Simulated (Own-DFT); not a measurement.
# What a defect does to the pressure of its cell: wurtzite GaN

Everything here is calculated. The program is Own-DFT (plane waves, in-house, since retired, never reviewed by a person); positions were held fixed, and spin and spin-orbit coupling were off.

Common settings: PBE; PseudoDojo norm-conserving scalar-relativistic files; cutoff 42 hartree; 4 x 4 x 3 k mesh centred on Gamma; Fermi-Dirac smearing of 0.1 eV.

Limits (not all hold for every row): not probed for a lower state with spin; forces not confirmed at this smearing and k mesh; stress not checked against mesh or cutoff.

All runs share one cell, with vectors in Å (9.567, 0.000, 0.000); (-4.784, 8.285, 0.000); (0.000, 0.000, 10.370) and a volume of 822.0 Å³. Atoms were moved at random from their sites; u is the rms move along one axis. The defect's site can differ from row to row.

| cell | formula | u (Å) | P (GPa) |
|---|---|---|---|
| no defect | Ga36N36 | 0.0200 | 5.95 |
| no defect | Ga36N36 | 0.0499 | 7.69 |
| no defect | Ga36N36 | 0.0508 | 7.45 |
| one Ga on an N site | Ga37N35 | 0.0276 | 12.04 |
| one Ga on an N site | Ga37N35 | 0.0287 | 11.89 |
| one Ga on an N site | Ga37N35 | 0.0485 | 13.41 |
| one N on a Ga site | Ga35N37 | 0.0277 | 5.39 |
| one N on a Ga site | Ga35N37 | 0.0295 | 5.41 |
| one N on a Ga site | Ga35N37 | 0.0485 | 6.42 |
| one N on a Ga site | Ga35N37 | 0.0492 | ? |

## Worked fit

P = P0 + c u² + a shift for each defect gives P0 = 5.62 GPa, c = 774 ± 64 GPa/Å² and a scatter of 0.16 GPa. The shifts, and each times the cell's volume:

- one Ga on an N site: 5.81 ± 0.13 GPa, 29.8 eV
- one N on a Ga site: -0.90 ± 0.13 GPa, -4.6 eV

Positive is outwards. The product with the volume (160.2 GPa Å³ to the eV) is nearly free of the cell's size; divided by the bulk modulus at the cell's pressure it gives the volume that the defect adds. The atoms around the defects weren't relaxed, which would change these numbers.

## The run left out

Asked: what pressure belongs in the blank (one N on a Ga site, u = 0.0492 Å)?

From the fit: 6.59 ± 0.20 GPa. Computed: 6.96 GPa.
